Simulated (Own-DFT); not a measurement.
# Strain and stress in wurtzite AlGaN with randomly placed atoms, 72 atoms (Al9Ga27N36)

All numbers below are calculated, not measured. They come from Own-DFT, an in-house plane-wave density functional program, since retired, whose code no person has reviewed. Each row is one single-point run on a periodic cell that was not relaxed, without spin or spin-orbit coupling.

Settings of every run: PBE; PseudoDojo norm-conserving scalar-relativistic files (stringent for Ga); cutoff 96 hartree; 4 x 4 x 3 k mesh centred on Gamma; Gaussian smearing of 0.01 eV.

Known limits: forces on such cells passed a denser k mesh, each cell not checked; stress not checked against mesh or cutoff.

Unstrained cell vectors in Å: (9.509, 0.000, 0.000); (-4.755, 8.235, 0.000); (0.000, 0.000, 10.268). The unstrained cell has measured lattice constants (interpolated for alloys), not those of this functional. That, the random moves and any unrelaxed bonds set the pressure at no strain. Each run strains this cell uniformly, with the atoms carried along. Every atom was also moved at random, by a Gaussian of width 0.05 Å on each axis. The random placing of the alloy's atoms differs from row to row. Strain is the symmetric tensor, in per cent. Stress is positive in tension, and the pressure is minus a third of its trace.

| run | e_xx (%) | e_yy (%) | e_zz (%) | s_xx (GPa) | s_yy (GPa) | s_zz (GPa) | P (GPa) | E (meV/atom) |
|---|---|---|---|---|---|---|---|---|
| 1 | 3.00 | 3.00 | 0.00 | 7.07 | 7.60 | -4.05 | -3.54 | 19.6 |
| 2 | 1.50 | 1.50 | 0.00 | -0.08 | 0.93 | -4.33 | 1.16 | 11.6 |
| 3 | -2.50 | -2.50 | 0.00 | -21.76 | -24.92 | -9.99 | 18.89 | 79.2 |
| 4 | 1.75 | 1.75 | 0.00 | 2.40 | 3.11 | -5.54 | 0.01 | 0.0 |
| 5 | 1.25 | 1.25 | 0.00 | -0.33 | -0.43 | -4.40 | 1.72 | 1.5 |
| 6 | 0.25 | 0.25 | 0.00 | -5.85 | -6.57 | -6.20 | 6.21 | 27.6 |
| 7 | -2.25 | -2.25 | 0.00 | -20.18 | -18.82 | -13.30 | 17.43 | 63.2 |
| 8 | -1.25 | -1.25 | 0.00 | -13.16 | -14.57 | -9.43 | 12.39 | 37.2 |
| 9 | 2.75 | 2.75 | 0.00 | ? | ? | ? | ? | ? |

E is the free energy for each atom above the lowest run shown.

## Worked fit

The change of volume is close to e_xx + e_yy + e_zz. A straight line through the runs shown gives P = 7.77 - 209 x (fractional change of volume) GPa, with an error of 8 on the slope and a scatter of 0.84 GPa. The strain isn't the same on all axes and the cell isn't cubic, so the slope belongs to this path and is not the bulk modulus.

## Withheld run

Question: what pressure should run 9 give? Its volume changes by 5.58 %.

The line gives -3.9 GPa. The calculation gave -2.92 GPa.
